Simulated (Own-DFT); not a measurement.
# How much smaller does PBEsol make it? C40 NbSi2, 36 atoms (Nb12Si24)

Source: density functional calculations with Own-DFT, an unreviewed in-house program that is no longer used. Nothing was measured or relaxed, and spin and spin-orbit coupling are left out.

Limits: forces on such cells failed a check on a denser k mesh; stress not checked against mesh or cutoff.

Each geometry was run with PBE and with PBEsol, otherwise alike: PseudoDojo norm-conserving scalar-relativistic files made for PBE; cutoff 42 hartree; 4 x 4 x 5 k mesh centred on Gamma; cold (Marzari-Vanderbilt) smearing of 0.2 eV. Unstrained cell vectors in Å: (0.000, 8.324, 0.000); (-9.613, 0.000, 0.000); (0.000, 0.000, 6.586). Each has a uniform strain, of which the change of volume is shown, and random moves of rms u per axis.

```
run  volume change (%)   u (Å)  P with PBE (GPa)  P with PBEsol (GPa)
  1               2.44  0.0510             -1.48                -5.02
  2               2.86  0.0513             -2.44                -5.98
  3               2.93  0.0564             -1.81                -5.34
  4               3.68  0.0474             -3.49                -6.97
  5               0.72  0.0496              1.81                -1.81
  6               1.50  0.0500              0.05                -3.54
  7               1.40  0.0502              0.42                -3.18
  8              -0.03  0.0481              2.87                -0.78
  9              -1.97  0.0432              6.25                 2.51
 10               0.10  0.0480              2.52                -1.13
 11              -0.20  0.0488              2.87                    ?
```

Question: by how much does PBEsol shrink this cell, and what belongs in the blank?

## Worked answer

Write v for the change of volume as a fraction. Fitted to v and u², the PBE pressure has a slope of -177 ± 6 GPa in v, with the ions held to the strained lattice. The difference PBEsol less PBE is -3.65 + 4.4 v GPa (slope ± 0.1) and averages -3.60 GPa. Divided by the mean slope of the two, 175 GPa, that makes PBEsol's volume at a given pressure, near -1 GPa, about 2.1 % smaller, or 0.69 % in lengths. At one volume PBEsol's slope is the smaller by 4 GPa, but its pressure there is lower too. If stiffness rises by about 4 GPa for each GPa, PBEsol at equal pressure is stiffer by about 10 GPa. Files made for PBEsol would give a different shift.

For run 11 the line gives -0.79 GPa. The calculation gave -0.79 GPa.
